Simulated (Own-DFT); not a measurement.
Simulation results for SiC (4H silicon carbide, atoms displaced)

All values are calculated (Own-DFT development build). A calculation, not a measurement: plane-wave PBE density functional theory by an unreviewed code, no spin, of a simulated periodic cell, stress positive in tension, free energy of the whole cell less one offset for each atom, forces on such cells passed a denser k mesh, this cell's mesh not checked; offsets are fitted by least squares, one for each functional and potential file, so energies compare only between cells with the same atoms and settings and are not formation energies; the far tail of each file's local potential was reset to the Coulomb form; each entry is a single point on an unrelaxed cell, so the pressure reflects the starting lattice, mostly measured values (interpolated for alloys), from which strain is counted, and rises with the displacements; printed positions are rounded, which can move forces by about a meV/angstrom; the program, named Own-DFT, is a retired in-house code; no spin-orbit coupling.

Common to all runs: functional PBE; potential files PseudoDojo norm-conserving, scalar-relativistic, standard set; wave cutoff 42 hartree; occupations Fermi-Dirac; smearing width 0.1 eV; hardware one NVIDIA H100; k mesh 4 x 4 x 3 centred on Gamma.

(1) 
```cif
# cell vector a (Å): 9.2481 0.0000 0.0000
# cell vector b (Å): -4.6241 8.0091 0.0000
# cell vector c (Å): 0.0000 0.0000 10.0681
data_SiC
_symmetry_space_group_name_H-M 'P 1'
_symmetry_Int_Tables_number 1
_cell_length_a 9.2481
_cell_length_b 9.2481
_cell_length_c 10.0681
_cell_angle_alpha 90.000
_cell_angle_beta 90.000
_cell_angle_gamma 120.000
_cell_volume 745.73
loop_
_atom_site_label
_atom_site_type_symbol
_atom_site_fract_x
_atom_site_fract_y
_atom_site_fract_z
_atom_site_occupancy
Si1 Si 0.98467 0.00875 0.41539 1
Si2 Si 0.13378 0.22777 0.15115 1
C1 C 0.99162 0.99587 0.08333 1
C2 C 0.12529 0.24495 0.33058 1
Si3 Si 0.00020 0.32929 0.42212 1
Si4 Si 0.07180 0.52996 0.15440 1
C3 C 0.01139 0.33154 0.09091 1
C4 C 0.10120 0.54354 0.34363 1
Si5 Si 0.98590 0.65072 0.40486 1
Si6 Si 0.13221 0.89862 0.14003 1
C5 C 0.99776 0.64568 0.10401 1
C6 C 0.10750 0.89935 0.31729 1
Si7 Si 0.33892 0.02612 0.40427 1
Si8 Si 0.44878 0.24049 0.15908 1
C7 C 0.32079 0.98999 0.10740 1
C8 C 0.44498 0.21162 0.33879 1
Si9 Si 0.34948 0.33637 0.41313 1
Si10 Si 0.43497 0.55037 0.15405 1
C9 C 0.36586 0.34659 0.08441 1
C10 C 0.44965 0.55215 0.34305 1
Si11 Si 0.30687 0.67199 0.40528 1
Si12 Si 0.44051 0.89079 0.16074 1
C11 C 0.34137 0.65916 0.09460 1
C12 C 0.44343 0.88562 0.33641 1
Si13 Si 0.65180 0.00758 0.40865 1
Si14 Si 0.78874 0.24998 0.17684 1
C13 C 0.67063 0.00790 0.08510 1
C14 C 0.77352 0.19879 0.35311 1
Si15 Si 0.64991 0.33275 0.40318 1
Si16 Si 0.77435 0.53894 0.16422 1
C15 C 0.66783 0.33956 0.10833 1
C16 C 0.77682 0.55307 0.34727 1
Si17 Si 0.67247 0.68743 0.41059 1
Si18 Si 0.76388 0.87559 0.15953 1
C17 C 0.67076 0.68638 0.11327 1
C18 C 0.78080 0.89372 0.33612 1
Si19 Si 0.99633 0.99035 0.91680 1
Si20 Si 0.89059 0.76733 0.65503 1
C19 C 0.00792 0.00463 0.59291 1
C20 C 0.89009 0.77286 0.85246 1
Si21 Si 0.00592 0.66021 0.90306 1
Si22 Si 0.88185 0.44832 0.65914 1
C21 C 0.02108 0.68373 0.59315 1
C22 C 0.88040 0.45028 0.83831 1
Si23 Si 0.98450 0.31844 0.91387 1
Si24 Si 0.89503 0.11054 0.66428 1
C23 C 0.98986 0.32511 0.58972 1
C24 C 0.88581 0.08293 0.84491 1
Si25 Si 0.67784 0.99898 0.90720 1
Si26 Si 0.54589 0.75801 0.67691 1
C25 C 0.67044 0.01482 0.58926 1
C26 C 0.54307 0.79401 0.83898 1
Si27 Si 0.64201 0.65619 0.90758 1
Si28 Si 0.56261 0.42783 0.64530 1
C27 C 0.67377 0.67662 0.59576 1
C28 C 0.56000 0.45900 0.83087 1
Si29 Si 0.66403 0.33965 0.90760 1
Si30 Si 0.55966 0.11050 0.67057 1
C29 C 0.66670 0.33293 0.58949 1
C30 C 0.54581 0.10311 0.85644 1
Si31 Si 0.32560 0.00226 0.90534 1
Si32 Si 0.19988 0.76248 0.65704 1
C31 C 0.34028 0.00388 0.60052 1
C32 C 0.23512 0.78386 0.83282 1
Si33 Si 0.35230 0.67583 0.90514 1
Si34 Si 0.21366 0.44497 0.66629 1
C33 C 0.33612 0.66925 0.62010 1
C34 C 0.25670 0.45512 0.85357 1
Si35 Si 0.31723 0.32201 0.89269 1
Si36 Si 0.19518 0.11122 0.66530 1
C35 C 0.33596 0.34808 0.58787 1
C36 C 0.21801 0.09170 0.83713 1
_calc_free_energy_of_cell_above_offsets '14.983'  # eV
_calc_pressure 12.06  # GPa
_calc_stress_xx -11.47  # GPa
_calc_stress_yy -11.48  # GPa
_calc_stress_zz -13.23  # GPa
_calc_stress_yz -0.12  # GPa
_calc_stress_xz -2.48  # GPa
_calc_stress_xy -1.24  # GPa
_calc_wall_time 359.8  # s
```

Force:
```tsv
element	x (eV/Å)	y (eV/Å)	z (eV/Å)
Si	3.325	0.271	-4.497
Si	-1.545	-1.238	-0.359
C	1.795	0.857	4.44
C	0.367	-1.729	3.486
Si	0.471	-0.204	-5.839
Si	8.584	0.908	2.449
C	-1.404	-1.521	0.574
C	-2.214	-0.573	0.334
Si	1.647	3.661	-0.902
Si	-10.76	-6.082	3.391
C	-5.179	4.586	-4.163
C	0.038	-0.502	5.605
Si	-0.681	-9.143	2.545
Si	2.521	-4.193	0.271
C	8.34	6.781	-5.341
C	-1.16	6.274	-1.121
Si	-3.099	0.608	-2.665
Si	2.693	1.878	2.356
C	-4.507	-1.121	-1.694
C	-0.923	0.802	0.78
Si	4.894	-0.28	1.133
Si	2.06	-1.063	-2.623
C	-3.941	2.035	-1.096
C	-1.79	0.765	2.697
Si	1.646	-5.824	1.043
Si	1.915	-5.107	-2.484
C	-0.44	-0.05	3.034
C	-0.789	7.84	-1.578
Si	3.822	0.091	1.004
Si	-1.602	6.637	0.185
C	-0.027	-2.427	-2.965
C	-1.765	-0.706	0.743
Si	-0.434	-2.15	-1.099
Si	0.386	9.368	0.313
C	0.702	-10.55	-5.026
C	-1.566	0.762	2.964
Si	1.45	-1.214	-3.442
Si	-1.07	2.222	1.639
C	-3.962	-2.615	-0.241
C	-0.739	-0.893	-1.167
Si	-0.402	1.779	1.684
Si	1.338	-0.398	-2.079
C	-8.08	-6.247	-3.745
C	1.938	-2.431	1.382
Si	0.988	0.75	-1.781
Si	-2.076	-1.308	-2.087
C	0.638	1.526	5.844
C	-1.085	4.141	-0.771
Si	-2.991	0.583	0.84
Si	0.758	2.774	-6.31
C	1.225	-1.955	2.559
C	5.302	0.174	3.405
Si	2.456	3.483	1.587
Si	-5.135	4.045	1.857
C	0.413	-1.7	0.05
C	0.201	-4.035	0.936
Si	-0.688	-0.781	0.298
Si	-1.2	-0.712	-1.685
C	2.142	-1.457	-0.378
C	1.669	2.711	-0.518
Si	3.116	-2.477	1.468
Si	9.499	6.735	2.12
C	-1.912	0.063	-1.194
C	-1.864	-1.539	3.818
Si	-4.821	-1.714	2.768
Si	1.64	0.505	-1.196
C	-2.724	-1.404	-3.905
C	-7.365	0.706	-2.579
Si	6.38	-2.029	2.183
Si	7.195	2.058	-2.362
C	0.26	-2.09	3.005
C	-3.879	3.085	2.102
```

(2) 
```cif
# cell vector a (Å): 9.2481 0.0000 0.0000
# cell vector b (Å): -4.6241 8.0091 0.0000
# cell vector c (Å): 0.0000 0.0000 10.0681
data_SiC
_symmetry_space_group_name_H-M 'P 1'
_symmetry_Int_Tables_number 1
_cell_length_a 9.2481
_cell_length_b 9.2481
_cell_length_c 10.0681
_cell_angle_alpha 90.000
_cell_angle_beta 90.000
_cell_angle_gamma 120.000
_cell_volume 745.73
loop_
_atom_site_label
_atom_site_type_symbol
_atom_site_fract_x
_atom_site_fract_y
_atom_site_fract_z
_atom_site_occupancy
Si1 Si 0.97524 0.99163 0.40773 1
Si2 Si 0.13075 0.23501 0.15205 1
C1 C 0.00761 0.99988 0.11069 1
C2 C 0.11172 0.21640 0.34495 1
Si3 Si 0.00240 0.34486 0.41559 1
Si4 Si 0.09466 0.55110 0.15585 1
C3 C 0.99828 0.31088 0.07932 1
C4 C 0.09748 0.53231 0.34088 1
Si5 Si 0.98898 0.66436 0.40423 1
Si6 Si 0.10487 0.88417 0.14151 1
C5 C 0.99789 0.68521 0.09345 1
C6 C 0.14527 0.89469 0.33638 1
Si7 Si 0.33393 0.98299 0.39849 1
Si8 Si 0.44722 0.21343 0.14886 1
C7 C 0.31732 0.99521 0.08965 1
C8 C 0.43013 0.21979 0.31887 1
Si9 Si 0.34231 0.33521 0.40568 1
Si10 Si 0.45192 0.57326 0.17464 1
C9 C 0.34032 0.33216 0.08986 1
C10 C 0.44499 0.55472 0.34768 1
Si11 Si 0.33128 0.66345 0.41191 1
Si12 Si 0.45450 0.89602 0.15220 1
C11 C 0.33949 0.67511 0.10938 1
C12 C 0.44873 0.90306 0.32542 1
Si13 Si 0.64751 0.98191 0.42647 1
Si14 Si 0.77422 0.20966 0.15299 1
C13 C 0.66447 0.98384 0.10133 1
C14 C 0.78068 0.23445 0.35166 1
Si15 Si 0.67659 0.32798 0.41812 1
Si16 Si 0.77850 0.55906 0.13507 1
C15 C 0.67850 0.34462 0.08490 1
C16 C 0.76730 0.53900 0.33253 1
Si17 Si 0.67245 0.65097 0.41338 1
Si18 Si 0.76257 0.86741 0.13941 1
C17 C 0.67306 0.67497 0.09511 1
C18 C 0.77019 0.87256 0.32552 1
Si19 Si 0.99824 0.99125 0.89226 1
Si20 Si 0.89197 0.78494 0.65997 1
C19 C 0.99271 0.98804 0.58791 1
C20 C 0.87738 0.77437 0.82522 1
Si21 Si 0.01219 0.65151 0.88135 1
Si22 Si 0.89564 0.45322 0.63825 1
C21 C 0.00063 0.66569 0.58936 1
C22 C 0.87821 0.44213 0.84790 1
Si23 Si 0.99731 0.32191 0.88843 1
Si24 Si 0.91811 0.11427 0.67177 1
C23 C 0.00377 0.32493 0.59456 1
C24 C 0.90154 0.11398 0.84716 1
Si25 Si 0.67802 0.00567 0.89550 1
Si26 Si 0.55759 0.77293 0.64400 1
C25 C 0.67689 0.00171 0.59589 1
C26 C 0.55509 0.76692 0.84089 1
Si27 Si 0.67550 0.68570 0.91730 1
Si28 Si 0.55817 0.45873 0.66647 1
C27 C 0.66134 0.68386 0.60462 1
C28 C 0.56073 0.45154 0.86526 1
Si29 Si 0.68042 0.34242 0.90195 1
Si30 Si 0.54271 0.10604 0.64861 1
C29 C 0.64300 0.31418 0.59185 1
C30 C 0.55063 0.11576 0.85024 1
Si31 Si 0.34294 0.99506 0.89324 1
Si32 Si 0.22024 0.76949 0.66617 1
C31 C 0.34122 0.99364 0.59087 1
C32 C 0.21053 0.76366 0.85007 1
Si33 Si 0.32598 0.66519 0.88379 1
Si34 Si 0.20873 0.43212 0.65326 1
C33 C 0.33669 0.66745 0.62141 1
C34 C 0.23947 0.44227 0.83794 1
Si35 Si 0.31196 0.32242 0.90231 1
Si36 Si 0.22787 0.11687 0.65379 1
C35 C 0.31913 0.32253 0.58570 1
C36 C 0.21912 0.10462 0.86094 1
_calc_free_energy_of_cell_above_offsets '13.308'  # eV
_calc_pressure 11.12  # GPa
_calc_stress_xx -11.38  # GPa
_calc_stress_yy -12.37  # GPa
_calc_stress_zz -9.6  # GPa
_calc_stress_yz 0.44  # GPa
_calc_stress_xz 0.79  # GPa
_calc_stress_xy -0.17  # GPa
_calc_wall_time 363.5  # s
```

Force:
```tsv
element	x (eV/Å)	y (eV/Å)	z (eV/Å)
Si	2.988	1.335	-3.244
Si	-1.062	-2.651	1.799
C	-3.404	0.336	-3.728
C	-1.229	1.163	0.699
Si	1.422	-6.177	-2.161
Si	1.958	0.058	-1.009
C	-1.857	2.647	0.441
C	-0.106	5.74	0.474
Si	2.01	1.138	-2.577
Si	1.509	3.331	4.187
C	1.665	-6.296	-3.135
C	-8.212	-4.983	-0.86
Si	0.567	5.37	1.556
Si	-1.013	1.492	-2.415
C	4.526	0.403	-2.291
C	2.53	-0.34	6.109
Si	-1.402	-2.226	-2.257
Si	0.149	-2.571	-4.453
C	-0.084	1.889	0.043
C	0.374	0.511	3.103
Si	-0.774	0.26	-1.289
Si	-3.145	-1.116	-1.866
C	-1.665	-1.539	-2.417
C	2.727	-2.579	5.034
Si	2.128	2.1	-6.338
Si	0.726	1.737	1.033
C	-0.594	3.031	-3.538
C	2.586	-3.429	-1.031
Si	-4.19	0.38	-4.137
Si	0.256	-0.155	2.993
C	0.551	-3.137	0.443
C	0.66	1.251	1.837
Si	-2.034	1.952	-1.653
Si	3.181	8.104	4.843
C	-0.683	-6.102	-1.421
C	-1.024	-0.263	3.908
Si	0.895	-0.814	4.182
Si	-0.661	-1.815	-4.09
C	1.445	1.924	1.408
C	2.148	0.154	5.646
Si	-7.929	0.424	5.18
Si	-1.225	-3.735	2.573
C	-0.517	1.266	0.629
C	5.575	-0.371	-4.361
Si	0.268	4.05	3.772
Si	-3.517	-1.354	-4.183
C	-2.538	0.794	1.066
C	-0.821	-2.316	-1.043
Si	-2.173	-1.906	1.64
Si	-4.675	4.494	4.767
C	-0.843	0.077	3.33
C	-1.494	2.992	-0.581
Si	-0.112	-3.671	-2.398
Si	-0.386	-1.718	0.739
C	8.246	-5.459	-4.15
C	-0.635	-0.301	-3.055
Si	-5.251	-2.298	1.897
Si	3.888	-0.22	2.82
C	1.018	4.606	1.38
C	3.739	0.405	-2.775
Si	-3.492	-0.198	4.388
Si	-0.592	1.567	-2.559
C	-3.346	-1.719	0.001
C	3.462	4.339	-2.94
Si	4.369	-1.101	4.243
Si	3.482	1.892	0.524
C	-1.191	-1.716	-4.042
C	-5.867	0.745	-1.687
Si	6.027	0.811	3.74
Si	0.397	-2.476	0.078
C	1.45	2.53	1.67
C	0.823	-0.548	-4.494
```

(3) 
```cif
# cell vector a (Å): 9.2481 0.0000 0.0000
# cell vector b (Å): -4.6241 8.0091 0.0000
# cell vector c (Å): 0.0000 0.0000 10.0681
data_SiC
_symmetry_space_group_name_H-M 'P 1'
_symmetry_Int_Tables_number 1
_cell_length_a 9.2481
_cell_length_b 9.2481
_cell_length_c 10.0681
_cell_angle_alpha 90.000
_cell_angle_beta 90.000
_cell_angle_gamma 120.000
_cell_volume 745.73
loop_
_atom_site_label
_atom_site_type_symbol
_atom_site_fract_x
_atom_site_fract_y
_atom_site_fract_z
_atom_site_occupancy
Si1 Si 0.00265 0.98708 0.40135 1
Si2 Si 0.11521 0.21861 0.16406 1
C1 C 0.99924 0.99677 0.07368 1
C2 C 0.11377 0.21181 0.35269 1
Si3 Si 0.97289 0.31725 0.40464 1
Si4 Si 0.08507 0.53194 0.14212 1
C3 C 0.00645 0.32824 0.09596 1
C4 C 0.11924 0.55623 0.35757 1
Si5 Si 0.00593 0.67526 0.41569 1
Si6 Si 0.11006 0.87793 0.15767 1
C5 C 0.00246 0.66547 0.10164 1
C6 C 0.12178 0.89442 0.35994 1
Si7 Si 0.31468 0.98965 0.39536 1
Si8 Si 0.44939 0.22134 0.14317 1
C7 C 0.34469 0.01569 0.08567 1
C8 C 0.46582 0.21493 0.33551 1
Si9 Si 0.32488 0.33833 0.40948 1
Si10 Si 0.43855 0.55168 0.15575 1
C9 C 0.32800 0.36390 0.08932 1
C10 C 0.43707 0.54167 0.34808 1
Si11 Si 0.34744 0.67899 0.40425 1
Si12 Si 0.45196 0.88989 0.15902 1
C11 C 0.32169 0.66464 0.10434 1
C12 C 0.45794 0.86508 0.33391 1
Si13 Si 0.67632 0.99677 0.40633 1
Si14 Si 0.77681 0.21717 0.16090 1
C13 C 0.68852 0.01531 0.10283 1
C14 C 0.78205 0.21961 0.34014 1
Si15 Si 0.68497 0.35606 0.40740 1
Si16 Si 0.78733 0.56688 0.14999 1
C15 C 0.66790 0.32895 0.10098 1
C16 C 0.77712 0.54605 0.33445 1
Si17 Si 0.68547 0.67004 0.41907 1
Si18 Si 0.77420 0.88112 0.15228 1
C17 C 0.66958 0.66218 0.10198 1
C18 C 0.78443 0.87944 0.32766 1
Si19 Si 0.99677 0.00435 0.90146 1
Si20 Si 0.87521 0.77603 0.66094 1
C19 C 0.00100 0.99481 0.62295 1
C20 C 0.89997 0.79467 0.84557 1
Si21 Si 0.98629 0.67433 0.91052 1
Si22 Si 0.88192 0.45353 0.65990 1
C21 C 0.97378 0.66513 0.58992 1
C22 C 0.89292 0.44599 0.83300 1
Si23 Si 0.00997 0.33911 0.88278 1
Si24 Si 0.89092 0.12887 0.63793 1
C23 C 0.97611 0.32649 0.58708 1
C24 C 0.89520 0.11855 0.84201 1
Si25 Si 0.67147 0.00680 0.89885 1
Si26 Si 0.53268 0.76987 0.65833 1
C25 C 0.65494 0.99975 0.59491 1
C26 C 0.57184 0.79211 0.83245 1
Si27 Si 0.65898 0.65088 0.90238 1
Si28 Si 0.58200 0.47259 0.65960 1
C27 C 0.66646 0.66325 0.59973 1
C28 C 0.55415 0.45456 0.84248 1
Si29 Si 0.67012 0.33262 0.91953 1
Si30 Si 0.54287 0.09785 0.67115 1
C29 C 0.65677 0.33818 0.59526 1
C30 C 0.53134 0.11316 0.84113 1
Si31 Si 0.33223 0.99521 0.91696 1
Si32 Si 0.24344 0.78893 0.65412 1
C31 C 0.31737 0.99444 0.58209 1
C32 C 0.22720 0.77246 0.85433 1
Si33 Si 0.34495 0.65107 0.93196 1
Si34 Si 0.23905 0.44808 0.64805 1
C33 C 0.34373 0.67455 0.58437 1
C34 C 0.24132 0.46282 0.82630 1
Si35 Si 0.33266 0.32027 0.90771 1
Si36 Si 0.23034 0.10185 0.65431 1
C35 C 0.32970 0.35113 0.58979 1
C36 C 0.22403 0.09735 0.86081 1
_calc_free_energy_of_cell_above_offsets '10.866'  # eV
_calc_pressure 10.95  # GPa
_calc_stress_xx -6.81  # GPa
_calc_stress_yy -14.33  # GPa
_calc_stress_zz -11.69  # GPa
_calc_stress_yz -1.44  # GPa
_calc_stress_xz -0.48  # GPa
_calc_stress_xy -0.73  # GPa
_calc_wall_time 352.8  # s
```

Force:
```tsv
element	x (eV/Å)	y (eV/Å)	z (eV/Å)
Si	-2.183	2.082	2.218
Si	-0.602	-0.149	-1.299
C	0.528	-0.296	6.104
C	-2.146	-0.473	-1.17
Si	6.036	4.423	1.097
Si	2.885	3.411	4.216
C	-1.54	-2.095	-1.893
C	-1.969	-0.474	-1.644
Si	0.944	-2.92	-1.853
Si	-0.232	3.206	-0.526
C	-0.741	-0.263	-2.197
C	-5.27	-4.906	-5.344
Si	9.585	5.669	2.076
Si	-1.612	2.372	3.754
C	0.117	-3.862	4.264
C	-2.923	0.011	0.364
Si	2.918	-1.733	-0.084
Si	0.769	4.437	4.009
C	2.291	-7.377	-1.84
C	1.115	3.358	-0.83
Si	-0.363	-6.182	0.029
Si	-0.162	0.613	-1.46
C	1.217	0.137	0.398
C	-1.62	5.981	0.377
Si	-1.418	-0.316	-0.552
Si	0.998	2.548	-0.527
C	-2.214	-4.417	-3.035
C	-3.593	-1.828	0.023
Si	-1.002	-6.121	0.994
Si	-0.694	-2.814	2.035
C	0.957	1.835	-1.557
C	0.562	5.186	0.497
Si	-2.156	-1.869	-3.364
Si	1.288	1.391	-1.966
C	-2.285	0.121	-2.813
C	0.131	0.595	4.768
Si	0.868	1.054	-1.521
Si	1.958	1.355	1.101
C	-1.561	1.765	-4.416
C	-1.978	-3.77	-0.218
Si	4.058	-0.537	-1.243
Si	0.047	-1.252	-3.116
C	2.726	0.456	1.799
C	-1.426	0.451	4.19
Si	0.572	0.618	2.174
Si	0.945	-5.655	4.256
C	1.341	4.728	-0.049
C	-1.183	0.295	-1.516
Si	0.032	0.638	1.116
Si	4.81	2.679	-0.265
C	1.566	-0.653	-0.494
C	-0.563	-2.099	3.883
Si	0.158	6.157	2.062
Si	-2.416	-7.326	0.646
C	-2.06	5.373	-1.783
C	1.56	-4.153	0.158
Si	-0.216	0.325	-3.182
Si	-0.966	2.558	-5.274
C	1.399	-0.782	0.251
C	4.049	0.949	2.961
Si	-0.389	-2.563	-2.945
Si	-2.956	-2.176	1.778
C	3.938	-0.21	0.304
C	-0.226	-0.017	-0.498
Si	-2.087	2.72	-5.23
Si	-6.601	2.728	1.173
C	-3.071	-1.909	0.166
C	-0.154	-2.87	2.794
Si	-1.471	1.895	-1.031
Si	-3.617	2.896	2.246
C	6.82	-4.833	-0.621
C	-1.525	1.884	-2.923
```
